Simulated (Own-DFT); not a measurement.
Simulation results for GaN (wurtzite, strained, atoms displaced)

All values are calculated (Own-DFT development build). A calculation, not a measurement: plane-wave PBE density functional theory by an unreviewed code, no spin, of a simulated periodic cell, stress positive in tension, free energy of the whole cell less one offset for each atom, forces on such cells passed a denser k mesh, this cell's mesh not checked; offsets are fitted by least squares, one for each functional and potential file, so energies compare only between cells with the same atoms and settings and are not formation energies; the far tail of each file's local potential was reset to the Coulomb form; each entry is a single point on an unrelaxed cell, so the pressure reflects the starting lattice, mostly measured values (interpolated for alloys), from which strain is counted, and rises with the displacements; printed positions are rounded, which can move forces by about a meV/angstrom; the program, named Own-DFT, is a retired in-house code; no spin-orbit coupling.

Common to all runs: functional PBE; potential files PseudoDojo norm-conserving, scalar-relativistic, standard set with the stringent files for Ga; wave cutoff 96 hartree; occupations Gaussian; smearing width 0.01 eV; k mesh 3 x 4 x 3 centred on Gamma.

(1) GaN (wurtzite, strained, atoms displaced)

```xyz
96
Lattice="12.7560 0.0000 0.0000 -4.7835 8.2853 0.0000 0.0000 0.0000 10.2922" Properties=species:S:1:pos:R:3 GaN
Ga    -0.0761     1.8567     0.0329
Ga     1.5470     0.9636     2.5903
N      0.0666     1.8786     1.9168
N      1.5236     0.9142     4.5033
Ga     0.0609     1.8729     5.1240
Ga     1.5931     0.9261     7.7038
N      0.0231     1.9134     7.1403
N      1.5593     0.9507     9.8075
Ga    -1.5398     4.5809     0.0125
Ga    -0.0102     3.6955     2.5592
N     -1.7002     4.6332     1.9078
N      0.0110     3.6343     4.4534
Ga    -1.5326     4.6785     5.1268
Ga    -0.0273     3.5835     7.6998
N     -1.5820     4.5363     7.0979
N      0.0552     3.7485     9.6236
Ga    -3.2213     7.3630    10.2144
Ga    -1.6094     6.4194     2.5913
N     -3.1363     7.4052     2.0270
N     -1.5093     6.5023     4.5496
Ga    -3.3234     7.4555     5.2124
Ga    -1.5826     6.4238     7.7655
N     -3.1453     7.3037     7.0923
N     -1.4771     6.4618     9.6620
Ga     3.2028     1.8411     0.0614
Ga     4.8341     0.9237     2.5096
N      3.2130     1.8462     1.9112
N      4.7307     0.9890     4.4758
Ga     3.1370     1.8581     5.1655
Ga     4.8363     0.9005     7.6625
N      3.2357     1.8380     7.1926
N      4.7682     0.9296     9.6304
Ga     1.5252     4.6276     0.0385
Ga     3.0714     3.6491     2.5622
N      1.5383     4.6319     1.7989
N      3.1906     3.7377     4.5048
Ga     1.5648     4.6120     5.0495
Ga     3.1537     3.7469     7.7469
N      1.5339     4.7146     7.0711
N      3.1230     3.6493     9.7209
Ga    -0.0622     7.3566    10.2474
Ga     1.5466     6.4195     2.6071
N      0.0573     7.4191     1.9804
N      1.5353     6.4301     4.4994
Ga     0.1077     7.3706     5.1535
Ga     1.5371     6.4982     7.7342
N      0.0143     7.3866     7.0643
N      1.6165     6.3773     9.7545
Ga     6.2477     1.7646    10.2770
Ga     7.8964     0.9366     2.5695
N      6.3910     1.9241     1.9070
N      8.0120     0.7883     4.5550
Ga     6.4038     1.7326     5.1199
Ga     7.9911     0.8656     7.7584
N      6.2601     1.9301     7.1028
N      8.0535     0.9668     9.6694
Ga     4.7739     4.6000     0.0346
Ga     6.3855     3.7062     2.6413
N      4.8815     4.6253     1.9246
N      6.3910     3.7587     4.3867
Ga     4.7679     4.6125     5.0609
Ga     6.4200     3.7293     7.6895
N      4.7610     4.6593     7.1151
N      6.3982     3.6778     9.5582
Ga     3.2429     7.3483     0.0452
Ga     4.8497     6.4139     2.4956
N      3.1843     7.4216     1.8813
N      4.8198     6.4676     4.4918
Ga     3.1610     7.3538     5.1987
Ga     4.8199     6.5101     7.6969
N      3.1446     7.3719     7.1566
N      4.7443     6.4849     9.6898
Ga     9.6232     1.8968    10.2540
Ga    11.1495     0.8542     2.5809
N      9.6090     1.8155     1.9215
N     11.1843     0.8460     4.4678
Ga     9.6802     1.8665     5.1287
Ga    11.1841     0.9599     7.7627
N      9.6208     1.7892     7.0748
N     11.1601     0.9121     9.6772
Ga     7.8647     4.5164     0.0176
Ga     9.5602     3.7873     2.6223
N      7.9658     4.6555     1.9416
N      9.6142     3.7288     4.5126
Ga     7.9419     4.5138     5.1656
Ga     9.5801     3.7122     7.7391
N      7.9838     4.5335     7.0701
N      9.6768     3.7654     9.7388
Ga     6.3997     7.2447     0.0529
Ga     8.0145     6.3831     2.6114
N      6.4296     7.3519     2.0439
N      7.9151     6.5409     4.5180
Ga     6.3896     7.3344     5.1157
Ga     7.9117     6.3865     7.6935
N      6.2785     7.3581     7.1953
N      7.9787     6.4363     9.6495
```

| Property | Result |
| --- | --- |
| free energy of cell above offsets | -3.486 eV |
| pressure | 8.78 GPa |
| stress xx | -7.72 GPa |
| stress yy | -7.82 GPa |
| stress zz | -10.8 GPa |
| stress yz | -0.88 GPa |
| stress xz | -0.5 GPa |
| stress xy | -0.59 GPa |

Force:
```tsv
element	x (eV/Å)	y (eV/Å)	z (eV/Å)
Ga	1.006	0.369	-0.616
Ga	1.231	-0.879	-0.846
N	-1.642	0.076	0.832
N	1.39	0.742	0.503
Ga	-1.851	-0.475	0.578
Ga	0.567	-0.128	1.52
N	0.077	-3.423	-1.856
N	0.206	-0.446	-1.961
Ga	0.614	1.088	-0.22
Ga	-0.752	0.017	-0.957
N	2.155	0.003	0.658
N	-0.19	0.942	0.484
Ga	-0.352	-0.189	0.594
Ga	0.883	3.933	0.991
N	-0.07	1.047	-0.426
N	-1.457	-1.57	0.235
Ga	0.898	0.125	1.551
Ga	0.731	1.281	0.276
N	-0.914	-0.506	-1.152
N	-1.232	-0.086	-0.066
Ga	1.871	-1.558	-0.916
Ga	0.653	-0.47	-1.06
N	-1.32	0.722	0.764
N	-3.211	-1.102	-0.34
Ga	-0.727	0.015	-1.605
Ga	-0.722	0.713	0.896
N	-0.218	-0.05	1.758
N	0.668	-0.677	0.307
Ga	0.624	-0.002	0.443
Ga	-1.101	0.332	0.862
N	-1.26	0.411	-1.485
N	-0.947	-1.02	-0.183
Ga	1.357	-0.67	-2.932
Ga	1.402	0.64	-0.683
N	0.2	-0.267	4.856
N	-0.818	-0.936	-0.448
Ga	0.186	-0.029	1.922
Ga	-0.051	-0.024	0.164
N	0.205	-1.73	-0.617
N	0.865	0.762	-0.379
Ga	3.045	1.007	1.641
Ga	1.111	0.744	-1.541
N	-1.088	-1.061	-0.978
N	1.859	-0.165	-0.096
Ga	-2.311	1.194	-0.199
Ga	0.702	-0.898	1.301
N	-0.621	-0.114	0.308
N	-0.331	2.344	-1.537
Ga	2.966	1.349	-0.264
Ga	1.69	-0.152	-0.297
N	-0.283	-0.461	0.206
N	-0.218	2.618	-0.78
Ga	-0.38	1.324	0.473
Ga	-0.279	1.597	-0.232
N	2.468	-0.876	-1.174
N	-1.474	-0.357	0.124
Ga	-0.395	-0.247	-1.313
Ga	0.274	-0.058	-3.56
N	-1.661	-0.743	0.335
N	-0.114	-1.349	4.252
Ga	0.545	0.585	1.357
Ga	-1.871	-0.406	-0.277
N	0.363	-0.258	-0.927
N	-1.193	-0.585	1.589
Ga	-1.461	0.9	-1.144
Ga	-1.395	1.061	1.07
N	0.02	-1.109	2.271
N	-1.183	-0.423	-0.003
Ga	0.826	-1.601	-0.082
Ga	-2.833	-1.84	1.339
N	0.225	-0.307	-0.849
N	1.422	-1.219	-0.394
Ga	-0.505	-0.241	0.927
Ga	0.239	1.425	-0.687
N	-0.706	0.876	0.768
N	0.494	1.413	1.316
Ga	-0.749	-0.644	-0.008
Ga	0.019	-0.763	-0.107
N	-0.819	1.024	0.091
N	0.264	-0.59	0.223
Ga	2.117	0.913	0.053
Ga	-0.531	-2.074	-1.123
N	-0.12	-1.252	-0.063
N	-0.353	-0.223	0.633
Ga	0.695	1.329	-0.627
Ga	0.297	-1.041	0.386
N	0.405	0.971	-0.104
N	-2.356	-0.789	-1.502
Ga	-0.391	1.576	-0.047
Ga	0.346	1.781	-0.242
N	0.374	-0.584	-1.698
N	1.589	-2.308	0.57
Ga	-1.48	0.679	1.211
Ga	0.393	0.601	0.253
N	3.553	1.483	-2.128
N	-0.152	-1.033	-0.169
```

(2) GaN (wurtzite, strained, atoms displaced)

```xyz
96
Lattice="12.7560 0.0000 0.0000 -4.7835 8.2853 0.0000 0.0000 0.0000 10.2922" Properties=species:S:1:pos:R:3 GaN
Ga     0.0600     1.8294     0.0303
Ga     1.6094     0.9972     2.5092
N      0.0528     1.7461     1.9453
N      1.6071     0.9234     4.4373
Ga    -0.0546     1.8907     5.1395
Ga     1.6788     1.0055     7.6972
N     -0.1499     1.8387     7.1082
N      1.5057     0.9154     9.6540
Ga    -1.6255     4.6229     0.0072
Ga    -0.0200     3.6952     2.5708
N     -1.5772     4.6917     1.8889
N     -0.0071     3.6811     4.5008
Ga    -1.6173     4.6162     5.0863
Ga     0.0431     3.6538     7.7366
N     -1.6203     4.5713     7.0477
N     -0.0462     3.7110     9.5868
Ga    -3.3130     7.2928    10.2909
Ga    -1.5721     6.4468     2.6353
N     -3.2096     7.3718     1.8846
N     -1.5939     6.5488     4.4790
Ga    -3.2235     7.3247     5.1246
Ga    -1.5467     6.5235     7.6742
N     -3.2286     7.3586     7.1477
N     -1.6835     6.4315     9.6141
Ga     3.1960     1.8542    10.2787
Ga     4.7404     0.8500     2.5926
N      3.2044     1.8236     1.9226
N      4.8439     0.9147     4.5613
Ga     3.1343     1.8367     5.1077
Ga     4.7896     0.8697     7.6377
N      3.2097     1.8827     7.1266
N      4.7533     0.9163     9.6848
Ga     1.6095     4.5657     0.0246
Ga     3.1827     3.7081     2.5814
N      1.5472     4.5904     2.0559
N      3.1644     3.7347     4.5155
Ga     1.5881     4.5101     5.1293
Ga     3.2603     3.7339     7.6499
N      1.6261     4.5456     7.1004
N      3.1807     3.6292     9.6607
Ga    -0.0434     7.3527    10.1982
Ga     1.6049     6.4151     2.5460
N      0.0089     7.2952     1.9482
N      1.5669     6.3835     4.5744
Ga     0.0919     7.3969     5.2021
Ga     1.5972     6.4579     7.7618
N      0.0206     7.4167     7.0850
N      1.6113     6.4563     9.6365
Ga     6.3425     1.8538     0.0343
Ga     7.9746     0.9416     2.5218
N      6.3709     1.8469     1.9115
N      7.9463     0.9414     4.5388
Ga     6.3651     1.8600     5.2906
Ga     7.9507     0.8862     7.7931
N      6.2619     1.7857     7.0828
N      7.9786     0.9026     9.7016
Ga     4.8012     4.6084     0.0194
Ga     6.3533     3.6799     2.5087
N      4.7708     4.6568     1.9636
N      6.2787     3.6246     4.4610
Ga     4.7592     4.6086     5.1487
Ga     6.2727     3.6447     7.7367
N      4.6718     4.5447     7.0397
N      6.3878     3.7660     9.5728
Ga     3.2013     7.4129    10.2544
Ga     4.9241     6.4662     2.4982
N      3.1499     7.2821     1.9704
N      4.8306     6.3537     4.4789
Ga     3.1776     7.3955     5.1963
Ga     4.6940     6.5467     7.6874
N      3.1855     7.3505     7.0805
N      4.7759     6.4675     9.6719
Ga     9.6627     1.8398    10.2893
Ga    11.1340     0.9708     2.5103
N      9.6075     1.8844     1.9993
N     11.1497     0.9598     4.4671
Ga     9.5502     1.7666     5.1750
Ga    11.2083     0.9578     7.7856
N      9.5851     1.8226     7.2034
N     11.2129     1.0272     9.7612
Ga     7.9965     4.5669     0.0301
Ga     9.5025     3.6508     2.6379
N      7.8861     4.6808     2.0351
N      9.5224     3.6653     4.5113
Ga     7.9621     4.6591     5.1585
Ga     9.6489     3.6755     7.7149
N      7.9660     4.5315     7.1191
N      9.5184     3.7417     9.6687
Ga     6.4092     7.4373    10.2317
Ga     7.9188     6.4162     2.6290
N      6.3563     7.3421     1.9394
N      7.8846     6.4675     4.5343
Ga     6.3339     7.3041     5.1761
Ga     7.9667     6.4884     7.7197
N      6.4233     7.4251     7.0723
N      8.0243     6.4562     9.6598
```

| Quantity | Value |
| --- | --- |
| free energy of cell above offsets | -4.565 eV |
| pressure | 8.52 GPa |
| stress xx | -9.12 GPa |
| stress yy | -6.46 GPa |
| stress zz | -9.98 GPa |
| stress yz | 0.14 GPa |
| stress xz | 0.86 GPa |
| stress xy | -0.78 GPa |

Force:
```tsv
element	x (eV/Å)	y (eV/Å)	z (eV/Å)
Ga	-0.233	1.535	-0.042
Ga	0.701	-2.191	0.605
N	-1.768	2.263	-0.297
N	-0.878	-0.038	1.18
Ga	0.309	-1.206	0.051
Ga	-2.143	-1.103	0.525
N	3.522	0.906	-1.144
N	1.953	-0.376	-0.435
Ga	0.267	0.172	-0.751
Ga	-0.701	-0.688	-0.262
N	-0.646	-1.729	1.386
N	-0.592	0.178	-0.071
Ga	0.018	0.291	0.562
Ga	-0.757	0.499	-1.155
N	1.409	1.268	-0.202
N	0.573	-0.251	2.195
Ga	3.061	1.981	0.461
Ga	-0.783	0.727	-1.848
N	-0.044	-0.252	1.557
N	0.245	-1.152	1.788
Ga	-0.025	1.134	0.459
Ga	-1.392	-1.635	0.331
N	1.129	1.035	-1.461
N	0.956	0.486	-0.022
Ga	-0.714	-1.009	-0.054
Ga	0.79	0.216	0.063
N	0.435	0.871	0.24
N	-1.006	0.286	-0.401
Ga	1.046	0.127	0.219
Ga	-1.499	1.239	2.089
N	0.294	-0.313	-1.218
N	0.55	0.022	-1.018
Ga	-0.515	0.34	-0.122
Ga	0.308	-0.302	-0.027
N	0.816	-0.423	-1.897
N	0.456	-1.434	-0.259
Ga	-0.379	1.44	0.647
Ga	-3.041	-1.736	2.064
N	-0.581	0.943	-0.218
N	0.427	1.347	-0.185
Ga	-0.279	-0.372	1.364
Ga	-0.525	0.341	1.274
N	-0.005	0.831	-0.744
N	0.811	0.412	-0.419
Ga	-0.918	-0.474	-1.439
Ga	-0.185	-1.204	-1.06
N	0.324	-1.669	0.315
N	-0.172	-0.339	0.823
Ga	0.093	0.103	-1.124
Ga	-0.325	-0.944	0.802
N	-0.151	-0.219	0.571
N	-0.065	-0.341	-0.167
Ga	0.29	0.411	-3.482
Ga	0.101	1.07	-0.738
N	2.329	0.769	2.19
N	0.114	1.358	0.058
Ga	-0.552	0.126	-0.301
Ga	-0.635	-0.348	1.299
N	-0.075	-1.016	-0.784
N	1.17	0.545	0.864
Ga	0.275	-0.781	-0.754
Ga	1.06	0.647	-1.459
N	3.537	2.698	0.022
N	-0.288	-1.119	2.23
Ga	-0.396	-1.332	1.498
Ga	-3.471	-0.706	1.481
N	1.555	1.513	-0.715
N	-0.947	1.789	0.296
Ga	0.068	-0.964	-2.093
Ga	2.616	-1.848	0.792
N	-1.288	1.026	0.332
N	0.379	0.196	-0.673
Ga	-2.078	1.368	0.416
Ga	1.247	-1.283	1.131
N	-1.268	-0.296	-1.491
N	-0.162	-0.925	0.377
Ga	0.282	0.843	0.387
Ga	-1.602	-1.023	0.29
N	-0.787	-0.509	-0.905
N	-0.024	-1.585	-1.182
Ga	-0.954	1.188	0.057
Ga	0.529	1.574	-0.954
N	1.148	-1.986	-1.582
N	0.217	0.15	0.845
Ga	-0.851	-1.492	0.275
Ga	-1.584	0.22	0.203
N	-0.495	0.717	-0.321
N	1.134	-1.449	0.15
Ga	-0.034	-1.089	0.696
Ga	1.004	2.053	-0.627
N	1.925	2.019	-1.277
N	1.268	-0.244	0.092
Ga	-0.228	1.596	-0.594
Ga	-0.114	-1.547	0.145
N	-1.313	-0.55	0.982
N	-3.271	-1.375	-0.705
```

(3) GaN (wurtzite, strained, atoms displaced)

```xyz
96
Lattice="12.7560 0.0000 0.0000 -4.7835 8.2853 0.0000 0.0000 0.0000 10.2922" Properties=species:S:1:pos:R:3 GaN
Ga     0.0425     1.8340    10.2392
Ga     1.7112     0.9146     2.5992
N      0.0305     1.8371     1.9771
N      1.6457     0.8963     4.5902
Ga    -0.0647     1.8028     5.1955
Ga     1.6328     0.9877     7.8050
N      0.0285     1.8311     7.0732
N      1.5838     0.8583     9.7450
Ga    -1.5806     4.6145     0.0692
Ga    -0.0480     3.7092     2.5261
N     -1.6265     4.6245     1.9279
N      0.0378     3.6849     4.5376
Ga    -1.6001     4.5676     5.0833
Ga     0.0067     3.6897     7.7751
N     -1.5969     4.6192     7.0717
N      0.0373     3.6609     9.5472
Ga    -3.2184     7.3385    10.2345
Ga    -1.6304     6.4438     2.5533
N     -3.1090     7.3467     1.8729
N     -1.7245     6.4192     4.5073
Ga    -3.1288     7.2902     5.1817
Ga    -1.5801     6.3801     7.7360
N     -3.2268     7.4360     7.0460
N     -1.5159     6.4280     9.6758
Ga     3.2319     1.8447    10.2922
Ga     4.8245     0.8641     2.6494
N      3.2144     1.9077     1.9239
N      4.7486     0.8837     4.5480
Ga     3.2462     1.8482     5.1293
Ga     4.7538     0.8944     7.6571
N      3.3029     1.7839     7.0685
N      4.8581     0.8771     9.6502
Ga     1.5895     4.5402    10.2888
Ga     3.2415     3.7135     2.5646
N      1.6819     4.6034     1.9314
N      3.2439     3.6688     4.4886
Ga     1.6858     4.6056     5.0856
Ga     3.1853     3.7616     7.6890
N      1.5483     4.6157     7.0946
N      3.2169     3.6394     9.6686
Ga     0.0896     7.3300     0.0100
Ga     1.5788     6.4909     2.5781
N      0.0080     7.2521     1.9399
N      1.6445     6.3670     4.5293
Ga    -0.0091     7.3139     5.1354
Ga     1.6278     6.4383     7.7570
N      0.0114     7.3111     7.1087
N      1.6707     6.4438     9.7337
Ga     6.4137     1.8037    10.2881
Ga     7.9955     0.9245     2.5786
N      6.3407     1.8308     1.9531
N      7.9165     0.8618     4.4949
Ga     6.3954     1.8270     5.1294
Ga     7.9250     0.8726     7.6711
N      6.3657     1.8367     7.0437
N      8.0263     0.9069     9.6033
Ga     4.7780     4.6204    10.2882
Ga     6.3745     3.6057     2.5218
N      4.6894     4.6255     1.9560
N      6.3843     3.6930     4.5925
Ga     4.8025     4.6241     5.1371
Ga     6.3634     3.7287     7.6740
N      4.7473     4.5312     7.1176
N      6.4268     3.6934     9.6168
Ga     3.1740     7.3851     0.0398
Ga     4.8572     6.3869     2.5102
N      3.1752     7.3605     1.9041
N      4.8068     6.5335     4.5541
Ga     3.1612     7.4015     5.1284
Ga     4.7102     6.3897     7.8247
N      3.1347     7.2670     7.1227
N      4.7915     6.4224     9.7363
Ga     9.5817     1.9135     0.0191
Ga    11.1743     0.9372     2.6453
N      9.5436     1.8752     1.9533
N     11.1293     0.9634     4.6133
Ga     9.5149     1.8611     5.1476
Ga    11.1587     0.9046     7.7232
N      9.5364     1.7797     7.1158
N     11.0586     0.9500     9.7361
Ga     7.9985     4.5549    10.1939
Ga     9.6090     3.6616     2.5780
N      8.0425     4.6423     1.9429
N      9.5865     3.6453     4.5156
Ga     8.0183     4.6656     5.1012
Ga     9.5503     3.6655     7.7278
N      7.9484     4.6425     7.1494
N      9.4680     3.7739     9.6194
Ga     6.4301     7.3622     0.1265
Ga     7.9418     6.4376     2.6005
N      6.5026     7.3800     1.9988
N      7.8773     6.5227     4.5069
Ga     6.4111     7.3603     5.1879
Ga     8.0112     6.3116     7.6707
N      6.4012     7.3753     7.0455
N      7.9711     6.4372     9.5649
```

| Item | Value |
| --- | --- |
| free energy of cell above offsets | -5.242 eV |
| pressure | 8.19 GPa |
| stress xx | -7.39 GPa |
| stress yy | -7.32 GPa |
| stress zz | -9.86 GPa |
| stress yz | -0.16 GPa |
| stress xz | 0.41 GPa |
| stress xy | 0.64 GPa |

Force:
```tsv
element	x (eV/Å)	y (eV/Å)	z (eV/Å)
Ga	-1.23	-0.213	1.223
Ga	-1.141	-0.011	0.215
N	-0.142	0.056	-0.551
N	-0.581	0.103	-0.929
Ga	1.965	0.707	-0.796
Ga	0.052	-0.842	-1.405
N	-0.333	0.42	1.555
N	0.844	1.231	-1.046
Ga	-0.249	-0.045	-2.053
Ga	1.704	-0.502	0.948
N	0.445	-0.518	0.656
N	-0.313	-0.067	-0.679
Ga	0.918	0.145	1.074
Ga	-0.447	-0.173	-3.606
N	-0.416	-1.164	-0.206
N	-0.724	0.081	3.837
Ga	0.743	-0.982	0.366
Ga	0.322	0.007	0.294
N	-1.518	0.525	0.662
N	3.002	-1.105	-0.986
Ga	-2.397	2.277	0.114
Ga	-0.487	1.284	-0.156
N	0.726	-1.127	1.712
N	-0.6	-0.027	0.004
Ga	0.33	-0.886	-0.019
Ga	-1.06	0.074	-1.328
N	0.872	-1.1	0.508
N	1.286	-0.44	-0.317
Ga	-1.301	-0.051	0.566
Ga	1.826	-0.787	1.164
N	-2.583	1.888	0.174
N	-0.778	0.196	-0.005
Ga	0.78	0.69	0.218
Ga	-1.555	-0.96	0.421
N	-1.699	0.219	0.151
N	0.204	0.113	0.403
Ga	-1.128	-1.249	1.058
Ga	-1.013	-1.97	0.574
N	0.866	-0.23	-0.381
N	-0.283	0.562	-0.563
Ga	-0.826	0.383	-0.302
Ga	1.119	-1.519	0.033
N	-0.451	1.605	0.462
N	-0.845	1.814	-0.634
Ga	-0.12	-0.522	0.547
Ga	-1.526	-0.589	0.373
N	-0.006	0.147	-0.486
N	-0.663	-1.063	-0.999
Ga	0.078	0.407	-0.739
Ga	-0.331	-0.464	-0.517
N	0.698	-0.783	-0.178
N	0.635	1.361	0.003
Ga	-0.642	0.295	0.253
Ga	0.139	0.071	0.432
N	0.218	0.07	0.424
N	-0.426	0.325	0.953
Ga	0.357	-0.998	-0.009
Ga	0.288	1.945	0.86
N	2.915	-0.398	-0.849
N	0.489	-0.162	-1.353
Ga	-0.142	0.677	0.203
Ga	0.025	-1.392	0.318
N	0.789	1.721	-0.746
N	-1.238	-0.591	0.684
Ga	0.962	0.279	-0.814
Ga	-0.769	1.709	1.442
N	0.818	0.479	1.507
N	-0.501	-1.159	-1.022
Ga	0.642	-1.553	0.751
Ga	1.458	0.737	-1.26
N	1.301	1.324	-0.855
N	0.266	0.758	0.133
Ga	-1.079	-0.114	-0.457
Ga	0.335	0.345	-0.186
N	0.525	-0.66	0.198
N	-0.529	-0.613	-1.259
Ga	0.061	-0.85	0.695
Ga	0.184	-0.397	0.377
N	-0.001	0.897	-0.522
N	2.107	-0.595	-0.787
Ga	-2.067	2.292	1.95
Ga	-0.913	0.559	-0.012
N	-1.069	-1.034	-0.314
N	-0.704	0.643	-0.133
Ga	-0.667	-0.364	0.488
Ga	0.376	-0.208	-0.843
N	0.567	-3.118	-2.41
N	3.77	-1.912	0.269
Ga	-0.205	0.206	-2.266
Ga	2.339	-0.242	-0.069
N	-2.245	0.517	-0.098
N	2.454	-1.419	-0.073
Ga	-1.515	1.071	0.03
Ga	-0.397	4.786	0.452
N	-0.637	-0.926	1.964
N	-0.311	0.089	1.525
```
